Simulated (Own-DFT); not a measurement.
# A layer strained by its substrate: wurtzite AlN, 72 atoms (Al36N36)

Everything here is calculated. The program is Own-DFT (plane waves, in-house, since retired, never reviewed by a person); positions were held fixed, and spin and spin-orbit coupling were off.

Common settings: PBE; PseudoDojo norm-conserving scalar-relativistic files; cutoff 42 hartree; 3 x 3 x 2 k mesh centred on Gamma; Fermi-Dirac smearing of 0.1 eV.

Limits: forces on such cells moved up to 12 meV/angstrom on a denser k mesh; stress not checked against mesh or cutoff.

Unstrained cell vectors in Å: (9.336, 0.000, 0.000); (-4.668, 8.085, 0.000); (0.000, 0.000, 9.964). The unstrained cell has measured lattice constants (interpolated for alloys), not those of this functional. That, the random moves and any unrelaxed bonds set the pressure at no strain. Each run strains x and y alike by e, as a substrate would, and holds the height along z. All atoms carry random offsets, Gaussian with a width of 0.05 Å per axis. Stress is positive in tension.

| e (%) | u (Å) | (s_xx + s_yy)/2 (GPa) | s_zz (GPa) |
|---|---|---|---|
| -3.00 | 0.052 | -26.13 | -10.92 |
| -2.25 | 0.051 | -21.93 | -7.22 |
| -2.00 | 0.054 | -18.40 | -9.66 |
| -1.75 | 0.051 | -16.97 | -8.43 |
| -1.50 | 0.052 | -15.70 | -7.10 |
| -0.50 | 0.052 | -8.54 | -6.52 |
| 0.75 | 0.050 | -2.69 | -1.51 |
| 1.25 | 0.047 | 1.34 | -4.10 |
| 2.00 | 0.049 | ? | ? |
| 2.25 | 0.045 | 6.68 | -2.51 |

## Worked fit

With e as a fraction, the in-plane stress is -6.1 + 606 e - 2188 e² GPa (errors 17 and 1098, scatter 0.75), and s_zz is -5.2 + 162 e GPa (slope ± 27, scatter 1.39). At e = 0 the first slope is C11 + C12 and the second 2 C13, both with the ions held to the strained lattice and at the cell's own pressure. A free layer would change its height as e changes, and the in-plane slope would drop by 2 C13²/C33 to the biaxial modulus. At fixed height, a misfit of 1 % moves the in-plane stress by about 6.1 GPa and s_zz by 1.6 GPa.

## The run left out

Question: what are the two stresses at e = 2.00 %?

The fitted form gives 5.2 and -2.0 GPa. The hidden result is 3.42 and -0.02 GPa.
